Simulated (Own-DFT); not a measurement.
# From a pressure shift to a lattice shift: wurtzite AlGaN with randomly placed atoms, 72 atoms (Al9Ga27N36)

Source: density functional calculations with Own-DFT, an unreviewed in-house program that is no longer used. Nothing was measured or relaxed, and spin and spin-orbit coupling are left out.

Known weak points: forces on such cells passed a denser k mesh, each cell not checked; stress not checked against mesh or cutoff.

Each geometry was run with PBE and with PBEsol, otherwise alike: PseudoDojo norm-conserving scalar-relativistic files made for PBE; cutoff 42 hartree; 4 x 4 x 3 k mesh centred on Gamma; Fermi-Dirac smearing of 0.1 eV. Unstrained cell vectors in Å: (9.509, 0.000, 0.000); (-4.755, 8.235, 0.000); (0.000, 0.000, 10.268). Each has a uniform strain, of which the change of volume is shown, and random moves of rms u per axis. The random placing of the alloy's atoms differs from row to row.

```
run,volume change (%),u (Å),P with PBE (GPa),P with PBEsol (GPa)
1,0.50,0.0532,6.83,1.97
2,0.50,0.0516,6.73,1.88
3,0.50,0.0460,6.15,1.31
4,-1.99,0.0502,11.94,6.89
5,-4.45,0.0498,17.04,11.78
6,2.52,0.0506,2.85,-1.85
7,6.09,0.0497,-3.13,-7.57
8,5.58,0.0472,-2.23,-6.71
9,-3.47,0.0486,15.40,?
```

Asked: by how much does PBEsol shrink this cell, and what belongs in the blank?

## Working it out

Write v for the change of volume as a fraction. Fitted to v and u², the PBE pressure has a slope of -189 ± 7 GPa in v, with the ions held to the strained lattice. The difference PBEsol less PBE is -4.90 + 7.7 v GPa (slope ± 0.1) and averages -4.81 GPa. Divided by the mean slope of the two, 185 GPa, that makes PBEsol's volume at a given pressure, near 3 GPa, about 2.6 % smaller, or 0.87 % in lengths. At one volume PBEsol's slope is the smaller by 8 GPa, but its pressure there is lower too. If stiffness rises by about 4 GPa for each GPa, PBEsol at equal pressure is stiffer by about 12 GPa. Files made for PBEsol would give a different shift.

For run 9 the line gives 10.24 GPa. Computed: 10.23 GPa.
